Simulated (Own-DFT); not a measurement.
# How strain changes the stress of 4H SiC, 72 atoms (C36Si36)

Calculated results; nothing here was measured. They come from Own-DFT, an in-house plane-wave density functional program, since retired, whose code no person has reviewed. Each row is one single-point run on a periodic cell that was not relaxed, without spin or spin-orbit coupling.

Settings of every run: PBE; PseudoDojo norm-conserving scalar-relativistic files; cutoff 42 hartree; 4 x 4 x 3 k mesh centred on Gamma; Fermi-Dirac smearing of 0.1 eV.

Known limits: forces on such cells passed a denser k mesh, each cell not checked; stress not checked against mesh or cutoff.

Unstrained cell vectors in Å: (9.248, 0.000, 0.000); (-4.624, 8.009, 0.000); (0.000, 0.000, 10.068). The unstrained cell has measured lattice constants (interpolated for alloys), not those of this functional. That, the random moves and any unrelaxed bonds set the pressure at no strain. Each run strains this cell uniformly, with the atoms carried along. Every atom was also moved at random, by a Gaussian of width 0.05 Å on each axis. Strain is the symmetric tensor, in per cent. Stress is positive in tension, and the pressure is minus a third of its trace.

| run | e_xx (%) | e_yy (%) | e_zz (%) | e_yz (%) | e_xz (%) | e_xy (%) | s_xx (GPa) | s_yy (GPa) | s_zz (GPa) | s_yz (GPa) | s_xz (GPa) | s_xy (GPa) | P (GPa) | E (meV/atom) |
|---|---|---|---|---|---|---|---|---|---|---|---|---|---|---|
| 1 | 0.90 | 1.00 | 0.53 | 1.48 | -1.05 | -1.53 | -0.68 | 1.36 | -0.70 | 4.77 | -2.83 | -6.47 | 0.01 | 10.6 |
| 2 | -0.53 | 0.30 | 0.05 | -0.76 | -0.11 | -1.87 | -8.34 | -4.38 | -4.83 | -3.43 | -0.40 | -7.86 | 5.85 | 17.9 |
| 3 | -0.10 | -0.08 | -0.95 | 1.72 | 1.51 | 0.71 | -3.44 | -5.70 | -13.78 | 5.43 | 5.52 | 3.22 | 7.64 | 15.5 |
| 4 | -0.79 | 1.42 | 1.07 | -1.40 | 0.13 | -0.78 | -6.41 | 2.40 | -0.91 | -4.78 | 0.87 | -3.79 | 1.64 | 16.0 |
| 5 | 0.55 | -0.90 | -1.50 | -0.01 | 0.17 | 1.75 | -2.77 | -10.57 | -16.29 | -0.47 | 0.06 | 8.33 | 9.88 | 23.9 |
| 6 | -1.90 | 0.61 | 0.57 | 0.08 | 0.90 | -1.45 | -17.08 | -2.73 | -4.09 | 0.48 | 2.61 | -8.60 | 7.97 | 55.4 |
| 7 | 1.41 | 1.38 | 0.68 | 0.68 | -0.81 | -1.16 | 5.93 | 2.12 | -3.39 | 2.82 | -1.95 | -4.96 | -1.55 | 28.9 |
| 8 | -0.32 | 0.41 | 0.00 | -1.97 | 1.92 | -0.86 | -4.88 | -3.61 | -6.83 | -6.70 | 6.25 | -4.38 | 5.11 | 23.2 |
| 9 | -1.31 | 1.76 | 0.12 | -1.27 | -1.67 | -1.77 | -9.04 | 2.27 | -3.75 | -3.65 | -5.41 | -7.00 | 3.51 | 7.2 |
| 10 | -1.09 | -0.31 | 0.86 | -1.42 | 1.13 | 1.40 | -8.71 | -7.44 | -3.10 | -5.05 | 4.80 | 5.33 | 6.42 | 18.9 |
| 11 | 0.65 | 0.62 | 0.52 | -0.11 | -1.96 | -0.91 | -1.20 | -0.36 | -3.96 | -0.96 | -6.26 | -4.75 | 1.84 | 31.0 |
| 12 | -0.10 | 1.68 | -0.77 | -1.04 | 0.39 | 1.76 | -5.51 | 3.83 | -9.85 | -3.87 | 1.63 | 8.15 | 3.84 | 28.9 |
| 13 | 1.13 | -1.20 | 1.57 | 0.11 | -1.46 | -0.44 | 1.04 | -10.10 | 2.61 | 0.10 | -3.75 | -1.85 | 2.15 | 12.0 |
| 14 | 0.97 | 1.82 | 0.39 | 0.55 | -0.85 | 0.21 | 2.03 | 5.03 | -2.44 | 1.44 | -3.03 | 1.22 | -1.54 | 0.0 |
| 15 | 1.05 | 0.18 | 1.96 | 0.73 | -0.02 | 0.98 | 0.21 | -2.27 | 4.94 | 2.93 | -0.06 | 4.64 | -0.96 | 27.4 |
| 16 | -1.09 | 0.28 | 1.41 | -0.18 | 1.36 | 0.01 | -9.60 | -3.66 | 0.55 | -0.27 | 4.59 | -0.88 | 4.24 | 31.9 |
| 17 | -0.93 | 1.26 | 1.41 | -0.41 | -0.31 | 1.34 | ? | ? | ? | ? | ? | ? | ? | ? |

E is the free energy for each atom above the lowest run shown.

## Worked fit

Each stress component was fitted by least squares to a constant and the strains of the runs shown, as fractions, with shears doubled. Shear strains stay in the fit of a normal stress only where such slopes are resolved. The slopes, in GPa:

```
stress  at no strain  per e_xx  per e_yy  per e_zz  scatter
  s_xx          -4.5  536 ± 41   67 ± 46   10 ± 45     1.62
  s_yy          -5.2   68 ± 16  520 ± 18   48 ± 17     0.62
  s_zz          -6.9   33 ± 32   82 ± 36  579 ± 35     1.26
```

Each shear stress against twice its own strain: yz 172 ± 7, xz 163 ± 8, xy 225 ± 9 GPa. These are stiffnesses along x, y and z of the frame in which the cell vectors are given, which need not be the crystal's axes. The atoms are held to the strained lattice; where symmetry lets them move under strain, relaxing them would lower some slopes. The table should be nearly symmetric about its diagonal, and what it lacks of that shows the noise. A ninth of its sum, 216 ± 6 GPa, estimates the bulk modulus near the mean pressure of these runs, 3.5 GPa, so it lies above the value at zero pressure.

## Withheld run

Question: what normal stresses and pressure should run 17 give?

The fit gives s_xx = -8.5, s_yy = 1.4, s_zz = 2.0 and P = 1.7 GPa. The calculation gave -8.45, 1.97, 1.07 and P = 1.80 GPa.
